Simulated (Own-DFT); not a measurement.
# Which defects push the lattice out? L1_0 TiAl

The numbers are computed, not measured, by runs of the plane-wave DFT program Own-DFT (in-house, retired, unreviewed) at fixed positions, with no spin and no spin-orbit coupling.

Settings: PBE; PseudoDojo norm-conserving scalar-relativistic files; cutoff 42 hartree; 4 x 4 x 4 k mesh centred on Gamma; cold (Marzari-Vanderbilt) smearing of 0.2 eV.

Keep in mind: forces on such cells failed a check on a denser k mesh; stress not checked against mesh or cutoff.

All runs share one cell, with vectors in Å (5.622, 5.622, 0.000); (-5.622, 5.622, 0.000); (0.000, 0.000, 8.133) and a volume of 514.0 Å³. u is the rms random offset of the atoms per axis. The defect's site can differ from row to row.

```
            cell   formula   u (Å)  P (GPa)
       no defect  Al16Ti16  0.0205     1.20
       no defect  Al16Ti16  0.0472     1.66
       no defect  Al16Ti16  0.0554     1.83
two Al vacancies  Al14Ti16  0.0290    -0.63
two Al vacancies  Al14Ti16  0.0327        ?
two Al vacancies  Al14Ti16  0.0468    -0.48
two Al vacancies  Al14Ti16  0.0557    -0.01
  one Ti vacancy  Al16Ti15  0.0296     0.60
  one Ti vacancy  Al16Ti15  0.0330     0.60
  one Ti vacancy  Al16Ti15  0.0349     0.66
```

## What the rows give

P = P0 + c u² + a shift for each defect gives P0 = 1.09 GPa, c = 250 ± 33 GPa/Å² and a scatter of 0.08 GPa. The shifts, and each times the cell's volume:

- one Ti vacancy: -0.73 ± 0.07 GPa, -2.3 eV
- two Al vacancies: -1.97 ± 0.07 GPa, -6.3 eV (-3.2 eV for each of its 2 sites)

A positive shift means that the defect pushes the cell outwards. Shift times volume (160.2 GPa Å³ is 1 eV) depends little on the cell's size, so, taken for each site, it can be compared between cells at like pressure. The atoms around the defects weren't relaxed, which would change these numbers.

## Prediction

The question: what pressure belongs in the blank (two Al vacancies, u = 0.0327 Å)?

The fitted form gives -0.62 ± 0.10 GPa. The calculation gave -0.70 GPa.
